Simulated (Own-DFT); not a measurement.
# Short bonds, stiff crystals?

Calculated, not measured: single-point runs of Own-DFT, a retired in-house plane-wave DFT program that no person has reviewed, on unrelaxed cells, without spin or spin-orbit coupling.

Keep in mind (not all hold for every row): forces on such cells moved up to 12 meV/angstrom on a denser k mesh; k mesh not checked against a denser one; forces on such cells passed a denser k mesh, each cell not checked; stress not checked against mesh or cutoff.

All runs are PBE with PseudoDojo norm-conserving files; cutoff and k mesh are each material's own. Every cell starts from measured lattice constants and was given uniform random strains and small random moves of its atoms. Each triple is the change of volume in per cent, the rms move u in Å and the pressure in GPa.

- 4H SiC (C36Si36), 10.36 Å³/atom unstrained: (-2.91, 0.052, 13.03); (-1.69, 0.051, 9.71); (-0.36, 0.049, 6.03); (0.27, 0.049, 4.23); (0.60, 0.049, 3.93); (1.32, 0.052, 3.11); (2.22, 0.054, 0.84)
- wurtzite AlN (Al36N36), 10.45 Å³/atom unstrained: withheld
- wurtzite GaN (Ga48N48), 11.42 Å³/atom unstrained: (-3.97, 0.047, 15.99); (-1.60, 0.049, 10.58); (-1.04, 0.052, 9.71); (0.70, 0.050, 6.05); (0.90, 0.047, 5.50); (1.42, 0.046, 4.48); (2.43, 0.048, 2.20)
- diamond silicon (Si64), 20.02 Å³/atom unstrained: (-3.53, 0.048, 6.31); (-1.74, 0.051, 4.54); (-1.62, 0.049, 4.34); (-1.06, 0.048, 3.45); (1.11, 0.048, 1.33); (1.32, 0.053, 1.49); (1.57, 0.049, 1.44)
- zincblende GaP (Ga32P32), 20.24 Å³/atom unstrained: (-2.86, 0.054, 6.15); (-0.92, 0.048, 4.56); (-0.33, 0.051, 3.76); (-0.30, 0.051, 3.72); (-0.11, 0.046, 3.26); (1.25, 0.049, 2.14); (3.25, 0.052, 0.74)
- grey tin (Sn64), 34.15 Å³/atom unstrained: (-3.34, 0.051, 5.64); (-2.86, 0.047, 5.25); (-1.17, 0.056, 4.50); (-0.41, 0.047, 3.85); (-0.30, 0.051, 3.86); (0.00, 0.046, 3.59); (1.31, 0.049, 3.10)

## Analysis

Fit a line to each set against the fractional change of volume; B is minus its slope, and u is nearly the same within a set. To take it to zero pressure, assume that B rises by 4 GPa for each GPa: B0 = B - 4 x (mean pressure). The bond length of an ideal tetrahedral crystal with the unstrained volume v is d = (√3/4)(8 v)^(1/3). Cohen's empirical rule reads B0 = (1971 - 220 L) d^(-3.5) GPa, with L = 0 for group IV crystals and SiC and 1 for III-V compounds.

```
material,L,d (Å),B (GPa),mean P (GPa),B0 (GPa),rule (GPa)
4H SiC (C36Si36),0,1.888,237 ± 13,5.8,213 ± 13,213
wurtzite AlN (Al36N36),1,1.893,?,?,?,188
wurtzite GaN (Ga48N48),1,1.950,213 ± 3,7.8,182 ± 3,169
diamond silicon (Si64),0,2.352,99 ± 5,3.3,86 ± 5,99
zincblende GaP (Ga32P32),1,2.360,91 ± 5,3.5,77 ± 5,87
grey tin (Sn64),0,2.810,56 ± 3,4.3,39 ± 3,53
```

A line through ln[B0/(1971 - 220 L)] against ln d has a slope of -4.4 ± 0.1 and a scatter of 4 %. Against the rule, B0 stands at 100 % for 4H SiC, 108 % for wurtzite GaN, 87 % for diamond silicon, 89 % for zincblende GaP, 73 % for grey tin. PBE tends to make silicon and heavier crystals too soft, and the rule itself is only a guide.

## Check

Asked: what B0 does the fitted trend give for wurtzite AlN (Al36N36)?

From the line: 197 GPa. Its own runs give B = 204 ± 8 GPa at a mean pressure of 5.2 GPa, so B0 = 184 GPa.
